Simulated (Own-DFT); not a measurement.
Simulation results for AlGa3N4 (wurtzite random alloy, atoms displaced)

All values are calculated (Own-DFT development build). A calculation, not a measurement: plane-wave density functional theory by an unreviewed code, no spin, of a simulated periodic cell, stress positive in tension, run twice, with PBE and with PBEsol, both on files made for PBE, so the change isn't that of files made for PBEsol, forces on such cells passed a denser k mesh, this cell's mesh not checked; the far tail of each file's local potential was reset to the Coulomb form; each entry is a single point on an unrelaxed cell, so the pressure reflects the starting lattice, mostly measured values (interpolated for alloys), from which strain is counted, and rises with the displacements; printed positions are rounded, which can move forces by about a meV/angstrom; the program, named Own-DFT, is a retired in-house code; no spin-orbit coupling; stress was not checked against mesh or cutoff.

## AlGa3N4 (wurtzite random alloy, atoms displaced)

```
CELL_PARAMETERS angstrom
9.50920 0.00000 0.00000
-4.75460 8.23530 0.00000
0.00000 0.00000 10.26850
ATOMIC_POSITIONS crystal
Ga 0.12430 0.22093 0.01494
Ga 0.23340 0.12369 0.25943
N 0.10858 0.21775 0.18354
N 0.21544 0.10301 0.44086
Ga 0.11719 0.22289 0.50970
Ga 0.22685 0.11504 0.76367
N 0.11574 0.22914 0.68618
N 0.23009 0.11469 0.94249
Ga 0.11936 0.56073 0.02179
Ga 0.21502 0.44037 0.25149
N 0.11424 0.55223 0.18764
N 0.23102 0.43890 0.43876
Ga 0.11277 0.56278 0.50653
Al 0.21930 0.44411 0.73744
N 0.11929 0.56059 0.67638
N 0.21900 0.43537 0.93839
Ga 0.11296 0.89745 0.99359
Ga 0.20168 0.77184 0.24408
N 0.10183 0.89278 0.17886
N 0.22026 0.76320 0.44955
Ga 0.09594 0.88972 0.49048
Ga 0.23219 0.77929 0.76643
N 0.10615 0.87036 0.68955
N 0.22043 0.76706 0.93624
Ga 0.44823 0.21421 0.01497
Ga 0.57477 0.11436 0.24029
N 0.45602 0.21527 0.19887
N 0.55250 0.10643 0.43459
Ga 0.43448 0.22554 0.49814
Al 0.54764 0.11193 0.75400
N 0.44212 0.20548 0.68255
N 0.57114 0.12981 0.94422
Ga 0.42681 0.54815 0.00216
Ga 0.55503 0.42967 0.23782
N 0.44180 0.53688 0.20097
N 0.55301 0.44755 0.42148
Ga 0.44299 0.55379 0.49887
Ga 0.56297 0.45170 0.74893
N 0.44106 0.55071 0.69590
N 0.54886 0.44375 0.94138
Al 0.43255 0.88098 0.97800
Ga 0.53149 0.76074 0.24990
N 0.45009 0.89596 0.18058
N 0.55739 0.78893 0.44520
Ga 0.45843 0.89569 0.50281
Al 0.55733 0.78525 0.73895
N 0.42652 0.88735 0.69743
N 0.53405 0.78240 0.93743
Ga 0.77893 0.24131 0.99822
Al 0.89058 0.10995 0.24866
N 0.76199 0.22040 0.18291
N 0.88822 0.11318 0.43683
Ga 0.77774 0.22184 0.50600
Ga 0.88902 0.11349 0.74100
N 0.78690 0.23294 0.69578
N 0.89626 0.11205 0.94292
Ga 0.78535 0.57192 0.98927
Al 0.89011 0.44222 0.23968
N 0.76404 0.55136 0.19873
N 0.88844 0.43868 0.43354
Al 0.77897 0.56765 0.51629
Al 0.89744 0.43940 0.73455
N 0.77751 0.54795 0.68718
N 0.89055 0.45550 0.94134
Ga 0.77846 0.88263 0.99433
Ga 0.89728 0.78448 0.25775
N 0.77258 0.88254 0.18572
N 0.88365 0.77968 0.42663
Al 0.78477 0.90173 0.48850
Ga 0.88235 0.77600 0.75448
N 0.78357 0.88126 0.68358
N 0.88770 0.77754 0.93426
```

```
functional                                        : PBE, then PBEsol
potential files                                   : PseudoDojo norm-conserving, scalar-relativistic, standard set
wave cutoff                                       : 42 hartree
occupations                                       : Fermi-Dirac
smearing width                                    : 0.1 eV
k mesh                                            : 4 x 4 x 3 centred on Gamma
PBE pressure                                      : 10.28 GPa
PBE stress xx                                     : -9.12 GPa
PBE stress yy                                     : -9.08 GPa
PBE stress zz                                     : -12.65 GPa
PBE stress yz                                     : 1.83 GPa
PBE stress xz                                     : 1.04 GPa
PBE stress xy                                     : -0.79 GPa
PBEsol pressure                                   : 5.36 GPa
PBEsol stress xx                                  : -4.25 GPa
PBEsol stress yy                                  : -4.21 GPa
PBEsol stress zz                                  : -7.6 GPa
PBEsol stress yz                                  : 1.75 GPa
PBEsol stress xz                                  : 1.02 GPa
PBEsol stress xy                                  : -0.78 GPa
rms change of force components from PBE to PBEsol : 0.083 eV/Å
```

Force:
```
force element  PBE force x (eV/Å)  PBE force y (eV/Å)  PBE force z (eV/Å)  PBEsol force x (eV/Å)  PBEsol force y (eV/Å)  PBEsol force z (eV/Å)
           Ga              -1.996               0.124              -4.653                 -1.948                   0.13                 -4.542
           Ga              -0.069              -1.109               -1.39                 -0.072                 -1.086                 -1.354
            N              -0.504              -0.079               4.664                 -0.347                  0.007                  4.493
            N              -0.317               1.055              -0.222                 -0.308                  1.044                 -0.231
           Ga              -0.827               0.068              -2.384                 -0.799                  0.073                 -2.324
           Ga              -0.098               -0.83              -2.918                 -0.088                   -0.8                 -2.854
            N               0.377              -0.652               1.894                  0.361                 -0.817                  1.775
            N               0.605              -0.024               0.813                  0.584                  -0.04                  0.794
           Ga               -0.31              -1.478              -6.913                 -0.302                 -1.437                 -6.756
           Ga               1.638              -0.494                1.09                  1.636                 -0.472                  1.063
            N              -1.667              -0.443               4.176                 -1.504                 -0.353                  4.014
            N              -2.038              -0.153               0.031                 -1.982                  -0.15                  0.031
           Ga              -0.005              -3.097              -3.293                  0.004                 -3.002                 -3.199
           Al                 0.2               0.539               2.003                  0.197                  0.544                  1.999
            N              -0.118              -1.472               5.097                 -0.126                   -1.3                  4.864
            N              -1.759               0.149              -1.098                 -1.686                  0.156                 -0.928
           Ga               0.261              -1.513               0.181                  0.233                 -1.476                  0.194
           Ga               2.354               1.941               1.703                  2.317                  1.887                  1.656
            N               1.422               0.569               0.891                  1.397                  0.524                  0.887
            N              -0.946               4.324               -3.08                 -0.944                  4.207                 -3.015
           Ga               2.956              -1.717               2.582                  2.892                 -1.667                  2.521
           Ga              -3.509              -2.274              -4.086                 -3.443                  -2.22                 -4.025
            N              -1.155                1.67               0.272                 -1.141                  1.634                  0.285
            N              -1.546               0.941               3.475                 -1.663                  0.825                  3.321
           Ga              -0.449               1.516              -1.364                 -0.423                  1.493                 -1.335
           Ga              -4.448              -4.464               3.696                 -4.374                 -4.358                  3.598
            N               -2.41              -1.229              -0.862                 -2.363                 -1.175                 -0.869
            N               0.031               1.255               0.555                  0.053                  1.217                  0.557
           Ga               2.272               0.136              -0.489                  2.206                  0.114                 -0.473
           Al               1.648                0.13               0.368                  1.681                  0.129                  0.372
            N              -1.209               1.903               0.942                 -1.371                  1.951                  0.831
            N              -2.063              -3.604               -2.68                 -2.021                 -3.406                 -2.503
           Ga               1.945               1.365               0.127                  1.901                   1.31                  0.118
           Ga              -0.739               1.238               1.567                 -0.735                  1.227                  1.562
            N              -2.396               1.057              -2.049                 -2.366                  1.045                 -2.014
            N               1.059               0.079                3.86                  0.939                  0.013                  3.744
           Ga               1.103               0.766               0.014                  1.059                  0.719                 -0.012
           Ga              -0.812              -1.995               0.977                 -0.805                  -1.93                  0.964
            N              -0.308               1.406               -1.01                 -0.144                  1.323                  -1.08
            N                 0.6               0.152               0.006                  0.591                  0.161                  0.001
           Al               -0.07               3.506               3.807                 -0.123                  3.559                  3.816
           Ga               1.356               1.531              -0.345                  1.331                  1.501                 -0.343
            N              -1.545              -2.014              -0.906                 -1.487                 -1.971                 -0.777
            N               2.557              -1.532              -0.524                  2.353                 -1.566                 -0.545
           Ga              -3.552                0.06               0.287                 -3.488                  0.042                  0.252
           Al               -0.33              -1.014               1.331                 -0.314                 -1.013                  1.315
            N               5.148               2.494              -1.017                   4.92                  2.355                  -1.05
            N               4.616              -1.907              -2.124                  4.735                 -2.011                 -2.055
           Ga               2.923              -1.054              -0.151                   2.81                 -1.036                 -0.121
           Al              -1.084              -0.786              -0.899                 -1.094                 -0.768                 -0.901
            N               7.688               4.175              -0.706                  7.404                  3.993                 -0.774
            N               0.862                0.22              -0.523                   0.83                  0.396                 -0.415
           Ga              -0.993               0.414              -1.319                 -0.945                  0.415                 -1.304
           Ga               0.972              -0.617               2.309                  0.971                 -0.587                  2.252
            N              -1.552               -2.75              -0.641                 -1.415                  -2.89                 -0.742
            N              -0.404               0.197              -0.874                 -0.388                  0.179                  -0.86
           Ga              -0.887               -3.35               2.575                 -0.864                 -3.275                  2.507
           Al              -1.911              -0.089               1.644                 -1.892                  -0.08                  1.613
            N               4.579               1.813              -2.292                  4.365                  1.815                 -2.271
            N              -0.716               1.275               0.222                 -0.617                  1.195                  0.333
           Al               0.123               -1.53              -5.005                   0.12                 -1.511                 -5.017
           Al              -0.332               3.018               2.341                 -0.325                  3.056                  2.347
            N               0.837               0.354               1.131                  0.682                  0.396                  1.304
            N               1.478               0.774              -1.573                  1.424                  0.736                 -1.425
           Ga              -2.558                1.35               1.133                 -2.474                  1.325                  1.128
           Ga              -2.247               -1.65              -4.488                 -2.213                 -1.613                 -4.385
            N              -0.293               0.928               0.934                 -0.266                  0.794                  0.868
            N              -1.065              -0.538               5.151                 -0.896                  -0.45                  4.923
           Al              -0.362               -1.82               0.699                 -0.339                 -1.815                  0.718
           Ga               2.349              -0.235              -1.442                    2.3                 -0.216                 -1.397
            N              -2.887               1.217              -1.376                 -2.697                  1.244                 -1.261
            N               0.525               1.803               0.147                  0.499                  1.754                  0.138
```
